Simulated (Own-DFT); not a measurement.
Simulation results for SiC (4H silicon carbide, atoms displaced)

All values are calculated (Own-DFT development build). A calculation, not a measurement: plane-wave PBE density functional theory by an unreviewed code, no spin, of a simulated periodic cell, stress positive in tension, free energy of the whole cell less one offset for each atom, forces on such cells passed a denser k mesh, this cell's mesh not checked; offsets are fitted by least squares, one for each functional and potential file, so energies compare only between cells with the same atoms and settings and are not formation energies; the far tail of each file's local potential was reset to the Coulomb form; each entry is a single point on an unrelaxed cell, so the pressure reflects the starting lattice, mostly measured values (interpolated for alloys), from which strain is counted, and rises with the displacements; printed positions are rounded, which can move forces by about a meV/angstrom; the program, named Own-DFT, is a retired in-house code; no spin-orbit coupling; before rounding, a Quantum ESPRESSO 7.3.1 run of the same cell and cutoff gave forces within 1 meV/angstrom rms on each cell, which checks the program and not the settings.

```cif
# cell vector a (Å): 6.1654 0.0000 0.0000
# cell vector b (Å): -3.0827 5.3394 0.0000
# cell vector c (Å): 0.0000 0.0000 10.0681
data_SiC
_symmetry_space_group_name_H-M 'P 1'
_symmetry_Int_Tables_number 1
_cell_length_a 6.1654
_cell_length_b 6.1654
_cell_length_c 10.0681
_cell_angle_alpha 90.000
_cell_angle_beta 90.000
_cell_angle_gamma 120.000
_cell_volume 331.44
loop_
_atom_site_label
_atom_site_type_symbol
_atom_site_fract_x
_atom_site_fract_y
_atom_site_fract_z
_atom_site_occupancy
Si1 Si 0.98675 0.98893 0.41507 1
Si2 Si 0.17383 0.33073 0.17125 1
C1 C 0.99936 0.00989 0.09571 1
C2 C 0.14115 0.32597 0.34826 1
Si3 Si 0.01133 0.49923 0.40573 1
Si4 Si 0.16469 0.83964 0.15902 1
C3 C 0.01425 0.51515 0.09141 1
C4 C 0.16528 0.81361 0.34422 1
Si5 Si 0.50683 0.00588 0.41497 1
Si6 Si 0.65771 0.33566 0.15776 1
C5 C 0.48988 0.00084 0.09555 1
C6 C 0.67318 0.32459 0.34521 1
Si7 Si 0.50214 0.50313 0.40236 1
Si8 Si 0.64606 0.81659 0.15397 1
C7 C 0.51180 0.50807 0.09786 1
C8 C 0.66052 0.82427 0.34193 1
Si9 Si 0.99284 0.00845 0.91125 1
Si10 Si 0.83905 0.67275 0.66433 1
C9 C 0.99222 0.99605 0.59228 1
C10 C 0.84976 0.68590 0.84235 1
Si11 Si 0.00614 0.50315 0.91045 1
Si12 Si 0.84219 0.16431 0.66130 1
C11 C 0.97904 0.48723 0.58141 1
C12 C 0.82746 0.19006 0.84498 1
Si13 Si 0.49917 0.97080 0.91255 1
Si14 Si 0.31902 0.64187 0.65021 1
C13 C 0.49413 0.00867 0.59352 1
C14 C 0.33889 0.66273 0.84648 1
Si15 Si 0.49944 0.50320 0.90104 1
Si16 Si 0.32786 0.15479 0.65080 1
C15 C 0.52039 0.51686 0.59810 1
C16 C 0.33978 0.18227 0.83761 1
_calc_functional 'PBE'
_calc_potential_files 'PseudoDojo norm-conserving, scalar-relativistic, standard set'
_calc_wave_cutoff 42  # hartree
_calc_occupations 'Fermi-Dirac'
_calc_smearing_width 0.1  # eV
_calc_k_mesh '5 x 5 x 3 centred on Gamma'
_calc_free_energy_of_cell_above_offsets '-1.706'  # eV
_calc_pressure 5.76  # GPa
_calc_stress_xx -1.87  # GPa
_calc_stress_yy -6.84  # GPa
_calc_stress_zz -8.58  # GPa
_calc_stress_yz -1.58  # GPa
_calc_stress_xz 1.23  # GPa
_calc_stress_xy 1.9  # GPa
```

Force:
```csv
element,x (eV/Å),y (eV/Å),z (eV/Å)
Si,0.785,-0.447,-2.85
Si,-1.673,0.7,-3.303
C,-0.316,-0.755,0.67
C,4.49,-1.452,0.648
Si,-3.287,0.111,-0.453
Si,-0.316,-0.677,-0.307
C,-0.517,-1.53,1.545
C,-0.821,3.153,0.66
Si,-0.375,-1.39,-2.157
Si,2.91,-0.189,-0.069
C,0.992,-0.147,-0.05
C,-1.555,1.007,-0.408
Si,0.45,-1.205,1.447
Si,0.913,3.782,1.374
C,-1.489,-2.181,-1.412
C,-0.238,0.883,0.451
Si,1.548,1.499,-1.023
Si,0.411,-0.597,-1.87
C,0.806,0.159,1.387
C,-0.482,-0.883,1.824
Si,-0.666,1.32,-0.016
Si,-2.637,0.44,-0.868
C,1.587,0.623,3.707
C,1.467,-2.771,0.296
Si,-2.361,4.328,-1.064
Si,-0.406,2.297,0.533
C,2.391,-2.303,0.922
C,-1.212,-0.813,-1.595
Si,1.919,-0.807,0.855
Si,-0.715,2.451,1.512
C,-1.454,-2.231,-1.565
C,-0.149,-2.374,1.181
```
